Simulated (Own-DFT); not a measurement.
# What random displacements cost in 6H (3C twinned every three layers) SiC, 48 atoms (C24Si24)

All numbers below are calculated, not measured. They come from Own-DFT, an in-house plane-wave density functional program, since retired, whose code no person has reviewed. Each row is one single-point run on a periodic cell that was not relaxed, without spin or spin-orbit coupling.

Settings of every run: PBE; PseudoDojo norm-conserving scalar-relativistic files; cutoff 42 hartree; 5 x 5 x 2 k mesh centred on Gamma; Fermi-Dirac smearing of 0.1 eV.

Known limits, some of them of some rows only: some atoms lie very close together; forces on such cells passed a denser k mesh, each cell not checked; stress not checked against mesh or cutoff.

Cell vectors in Å: (4.360, -4.360, 0.000); (0.000, 4.360, -4.360); (8.719, 8.719, 8.719). In each run every atom was moved at random and independently from its ideal site; u is the rms move along one axis. E is the free energy for each atom above the fitted value at u = 0, and F the rms of the force components.

| run | u (Å) | E (meV/atom) | F (eV/Å) | largest force (eV/Å) | P (GPa) |
|---|---|---|---|---|---|
| 1 | 0.0308 | 35.3 | 0.963 | 3.29 | 3.78 |
| 2 | 0.0308 | 33.7 | 0.883 | 2.83 | 3.82 |
| 3 | 0.0318 | 40.0 | 0.983 | 3.25 | 3.99 |
| 4 | 0.0567 | 114.9 | 1.759 | 8.46 | 5.50 |
| 5 | 0.0610 | ? | ? | ? | ? |
| 6 | 0.0948 | 324.6 | 3.208 | 17.77 | 10.40 |
| 7 | 0.1063 | 440.3 | 4.177 | 20.94 | 12.55 |

## Worked fit

For small independent moves the energy grows as E = (3/2) K u², with K the mean stiffness felt by one atom. The runs with u up to 0.11 Å give K = 24.8 ± 0.7 eV/Å², with residuals divided by u² + 0.0006 Å², since the noise grows with the moves. The scatter is 4.5 meV/atom at u = 0.05 Å. The forces follow F = G u with G = 32.7 eV/Å²; no force at u = 0 is resolved. G exceeds K because the moves of its neighbours add to the force on an atom, and stiffness differs between atoms. The pressure follows P = 3.00 + 835 u² GPa: at fixed volume, shortened bonds push harder than stretched ones pull.

## Withheld run

Question: what energy and rms force should run 5 give?

The fit gives 138 ± 8 meV/atom and about 2.00 eV/Å. The calculation gave 139.0 meV/atom and 1.828 eV/Å.
